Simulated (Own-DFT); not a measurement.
# Response to strain: zincblende GaP, 64 atoms (Ga32P32)

Calculated results; nothing here was measured. The program, named Own-DFT, is a retired in-house plane-wave density functional code that no person has reviewed. Each row is one single-point run on a periodic cell that was not relaxed, without spin or spin-orbit coupling.

Settings of every run: PBE; PseudoDojo norm-conserving scalar-relativistic files; cutoff 42 hartree; 3 x 3 x 3 k mesh centred on Gamma; Fermi-Dirac smearing of 0.1 eV.

Known limits: forces on such cells passed a denser k mesh, each cell not checked; stress not checked against mesh or cutoff.

Unstrained cell vectors in Å: (10.901, 0.000, 0.000); (0.000, 10.901, 0.000); (0.000, 0.000, 10.901). The unstrained cell has measured lattice constants (interpolated for alloys), not those of this functional. That, the random moves and any unrelaxed bonds set the pressure at no strain. Each run strains this cell uniformly, with the atoms carried along. Every atom was also moved at random, by a Gaussian of width 0.05 Å on each axis. Strain is the symmetric tensor, in per cent. Stress is positive in tension, and the pressure is minus a third of its trace.

| run | e_xx (%) | e_yy (%) | e_zz (%) | e_yz (%) | e_xz (%) | e_xy (%) | s_xx (GPa) | s_yy (GPa) | s_zz (GPa) | s_yz (GPa) | s_xz (GPa) | s_xy (GPa) | P (GPa) | E (meV/atom) |
|---|---|---|---|---|---|---|---|---|---|---|---|---|---|---|
| 1 | 1.82 | -1.89 | -0.37 | 1.79 | 1.78 | -1.17 | -2.80 | -5.38 | -4.39 | 3.61 | 3.10 | -3.09 | 4.19 | 34.9 |
| 2 | 0.07 | 0.00 | -1.20 | -0.77 | -1.16 | -0.08 | -4.07 | -4.08 | -5.02 | -1.94 | -2.79 | -0.19 | 4.39 | 13.7 |
| 3 | 0.90 | 1.17 | -1.14 | -0.87 | 0.85 | -1.31 | -2.18 | -1.91 | -3.55 | -1.22 | 1.50 | -2.29 | 2.55 | 6.6 |
| 4 | -0.75 | -1.86 | 0.44 | -1.59 | -1.69 | 0.18 | -5.63 | -6.44 | -5.01 | -3.66 | -3.73 | -0.05 | 5.69 | 30.1 |
| 5 | 0.62 | 0.34 | -0.29 | 1.22 | 1.08 | -1.84 | -2.55 | -2.63 | -3.12 | 1.77 | 1.70 | -3.41 | 2.77 | 6.5 |
| 6 | 0.99 | -1.67 | -0.75 | 0.41 | 0.30 | -0.02 | -3.42 | -5.31 | -4.71 | 1.00 | 0.83 | 0.01 | 4.48 | 6.5 |
| 7 | 1.68 | 0.31 | 0.49 | 1.31 | -0.96 | 1.10 | -0.81 | -1.80 | -1.55 | 2.20 | -2.03 | 2.01 | 1.38 | 8.7 |
| 8 | -0.69 | 1.80 | -1.74 | -1.39 | 0.18 | -0.01 | -4.45 | -2.58 | -5.06 | -2.80 | 1.06 | 0.46 | 4.03 | 18.4 |
| 9 | 1.14 | -1.63 | -0.74 | -1.86 | 1.80 | -1.72 | -3.89 | -5.91 | -5.26 | -3.40 | 3.35 | -2.13 | 5.02 | 43.2 |
| 10 | 0.06 | 0.06 | 1.99 | 0.18 | -0.79 | 0.24 | -1.93 | -2.01 | -0.54 | -0.12 | -1.51 | -0.24 | 1.49 | 0.0 |
| 11 | 0.08 | 1.84 | -0.36 | -1.25 | -1.23 | -0.83 | -2.34 | -1.16 | -2.79 | -2.17 | -2.31 | -1.76 | 2.10 | 6.7 |
| 12 | 1.13 | -0.76 | -1.96 | 0.46 | -1.34 | 0.66 | -3.78 | -5.00 | -6.00 | 0.55 | -2.21 | 1.52 | 4.93 | 25.8 |
| 13 | 0.98 | 0.48 | -0.35 | -1.94 | -1.20 | 1.08 | -2.16 | -2.56 | -3.03 | -3.37 | -1.65 | 2.60 | 2.58 | 14.3 |
| 14 | -0.67 | 1.75 | 1.29 | 1.89 | 0.63 | -0.92 | -2.43 | -0.82 | -1.15 | 2.79 | 1.10 | -1.76 | 1.47 | 7.6 |
| 15 | 1.40 | 1.38 | -0.17 | -0.81 | -1.58 | 0.40 | -0.94 | -0.94 | -1.89 | -1.44 | -3.10 | 0.26 | 1.26 | 4.2 |
| 16 | 1.89 | -0.71 | 0.87 | -1.33 | -0.28 | -0.28 | ? | ? | ? | ? | ? | ? | ? | ? |

E is the free energy for each atom above the lowest run shown.

## Worked fit

Each stress component was fitted by least squares to a constant and the strains of the runs shown, as fractions, with shears doubled. Shear strains stay in the fit of a normal stress only where such slopes are resolved. The slopes, in GPa:

```
stress,at no strain,per e_xx,per e_yy,per e_zz,scatter
s_xx,-3.5,131 ± 6,68 ± 4,65 ± 5,0.19
s_yy,-3.5,61 ± 7,139 ± 4,60 ± 5,0.21
s_zz,-3.6,69 ± 7,73 ± 4,135 ± 5,0.21
```

Each shear stress against twice its own strain: yz 86 ± 3, xz 111 ± 6, xy 107 ± 12 GPa. These are stiffnesses along x, y and z of the frame in which the cell vectors are given, which need not be the crystal's axes. The atoms are held to the strained lattice; where symmetry lets them move under strain, relaxing them would lower some slopes. The table should be nearly symmetric about its diagonal, and what it lacks of that shows the noise. A ninth of its sum, 89 ± 3 GPa, estimates the bulk modulus near the mean pressure of these runs, 3.2 GPa, so it lies above the value at zero pressure.

## Withheld run

Question: what normal stresses and pressure should run 16 give?

The fit gives s_xx = -0.9, s_yy = -2.8, s_zz = -1.6 and P = 1.8 GPa. The calculation gave -0.67, -2.59, -1.52 and P = 1.60 GPa.
